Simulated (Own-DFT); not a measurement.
# Response to strain: wurtzite GaN, 72 atoms (Ga36N36)

Everything here is calculated. The program is Own-DFT (plane waves, in-house, since retired, never reviewed by a person); positions were held fixed, and spin and spin-orbit coupling were off.

Method: PBE; PseudoDojo norm-conserving scalar-relativistic files; cutoff 42 hartree; 4 x 4 x 3 k mesh centred on Gamma; Fermi-Dirac smearing of 0.1 eV.

Keep in mind: forces not confirmed at this smearing and k mesh; stress not checked against mesh or cutoff.

Unstrained cell vectors in Å: (9.567, 0.000, 0.000); (-4.784, 8.285, 0.000); (0.000, 0.000, 10.370). The unstrained cell has measured lattice constants (interpolated for alloys), not those of this functional. That, the random moves and any unrelaxed bonds set the pressure at no strain. Each run strains this cell uniformly, with the atoms carried along. Each coordinate of each atom was shifted by a normal deviate of width 0.05 Å. Stress is counted positive in tension, P = -(s_xx + s_yy + s_zz)/3, and strain components are those of the symmetric tensor.

| run | e_xx (%) | e_yy (%) | e_zz (%) | e_yz (%) | e_xz (%) | e_xy (%) | s_xx (GPa) | s_yy (GPa) | s_zz (GPa) | s_yz (GPa) | s_xz (GPa) | s_xy (GPa) | P (GPa) | E (meV/atom) |
|---|---|---|---|---|---|---|---|---|---|---|---|---|---|---|
| 1 | 1.99 | 0.75 | 1.79 | -0.13 | 0.54 | 1.18 | 2.36 | -1.87 | 2.16 | -0.03 | 1.15 | 2.55 | -0.88 | 0.0 |
| 2 | -1.90 | -1.96 | -0.82 | 0.11 | 0.12 | -1.76 | -21.30 | -19.86 | -14.15 | 1.17 | 0.58 | -5.91 | 18.44 | 70.7 |
| 3 | 1.75 | -1.99 | 1.12 | 1.01 | -0.03 | -1.45 | -2.55 | -14.03 | -3.37 | 2.34 | 0.11 | -4.71 | 6.65 | 33.7 |
| 4 | 1.38 | -1.41 | -0.10 | 0.71 | 1.56 | 0.18 | -3.24 | -11.47 | -9.40 | 0.99 | 3.50 | 0.80 | 8.03 | 22.3 |
| 5 | -1.06 | 1.22 | 1.40 | 1.08 | -0.90 | -1.17 | -8.67 | -4.56 | -1.54 | 1.63 | -1.87 | -3.39 | 4.92 | 23.1 |
| 6 | -1.24 | 0.43 | 0.09 | 1.55 | 1.25 | 0.93 | -12.94 | -8.09 | -6.24 | 3.04 | 3.15 | 3.81 | 9.09 | 25.6 |
| 7 | 1.30 | 1.97 | -1.16 | 0.59 | 1.17 | 0.73 | -0.76 | 2.31 | -13.04 | 0.78 | 3.26 | 2.47 | 3.83 | 15.5 |
| 8 | 1.62 | -1.72 | -1.28 | 0.34 | 1.85 | 0.01 | -3.88 | -14.47 | -14.78 | 0.70 | 4.47 | 0.68 | 11.05 | 42.9 |
| 9 | 0.76 | -0.59 | -0.30 | -0.07 | -0.52 | 1.00 | -6.19 | -8.84 | -7.87 | 0.43 | -1.09 | 1.35 | 7.63 | 19.0 |
| 10 | 0.36 | 0.37 | 1.98 | 1.77 | 0.55 | -1.79 | -3.36 | -4.15 | 1.01 | 2.84 | 0.87 | -4.40 | 2.17 | 7.4 |
| 11 | 1.12 | 0.57 | 0.04 | -0.69 | -0.27 | 0.34 | -2.58 | -2.92 | -7.25 | -1.27 | -0.65 | 0.79 | 4.25 | 15.8 |
| 12 | 1.91 | -0.94 | -1.56 | -0.57 | 0.98 | -0.74 | -2.53 | -10.55 | -14.22 | -1.31 | 2.28 | -2.82 | 9.10 | 33.7 |
| 13 | 1.98 | -1.43 | 0.73 | -1.91 | 1.15 | -1.18 | -1.22 | -10.14 | -3.77 | -2.72 | 2.05 | -2.90 | 5.04 | 16.9 |
| 14 | 1.54 | -1.82 | -1.26 | 0.70 | 0.61 | 1.35 | -3.79 | -15.07 | -14.81 | 1.55 | 2.12 | 4.34 | 11.22 | 34.6 |
| 15 | -0.57 | 1.74 | 1.51 | 0.75 | -1.77 | -0.29 | -7.62 | 0.49 | -0.99 | 2.17 | -3.18 | -2.15 | 2.71 | 15.1 |
| 16 | 0.90 | -1.29 | 0.40 | 0.56 | -1.76 | -0.93 | -4.62 | -11.59 | -6.02 | 0.85 | -2.81 | -1.91 | 7.41 | 16.3 |
| 17 | -1.29 | -0.52 | 0.28 | -1.49 | 1.63 | -1.78 | ? | ? | ? | ? | ? | ? | ? | ? |

The last column gives the free energy per atom over the lowest of the runs shown.

## Fit

Least squares on the runs shown: each stress against a constant and the strains, taken as fractions with shears doubled. Shear strains stay in the fit of a normal stress only where such slopes are resolved. The slopes, in GPa:

| stress | at no strain | per e_xx | per e_yy | per e_zz | scatter |
|---|---|---|---|---|---|
| s_xx | -8.1 | 448 ± 19 | 136 ± 18 | 87 ± 21 | 0.88 |
| s_yy | -7.9 | 148 ± 17 | 444 ± 17 | 56 ± 19 | 0.80 |
| s_zz | -8.0 | 40 ± 20 | 44 ± 20 | 474 ± 22 | 0.94 |

The slope of each shear stress on twice its own strain, from a fit on all six strains: yz 77 ± 7, xz 97 ± 4, xy 138 ± 13 GPa. These are stiffnesses along x, y and z of the frame in which the cell vectors are given, with the crystal's c axis along z: C11, C12, C13 and C33. Hexagonal symmetry asks that xx and yy behave alike, which is a second check on the noise. No internal relaxation is included, and where it is allowed it would reduce some of the slopes. Slopes across the diagonal should nearly agree, so their difference gauges the noise. A ninth of the table's sum, 209 ± 5 GPa, estimates the bulk modulus near the mean pressure of these runs, 6.9 GPa, so it lies above the value at zero pressure.

## Test on the hidden row

Asked: what normal stresses and pressure should run 17 give?

The fitted form gives s_xx = -14.3, s_yy = -12.0, s_zz = -7.5 and P = 11.3 GPa. Computed: -13.28, -12.13, -8.13 and P = 11.18 GPa.
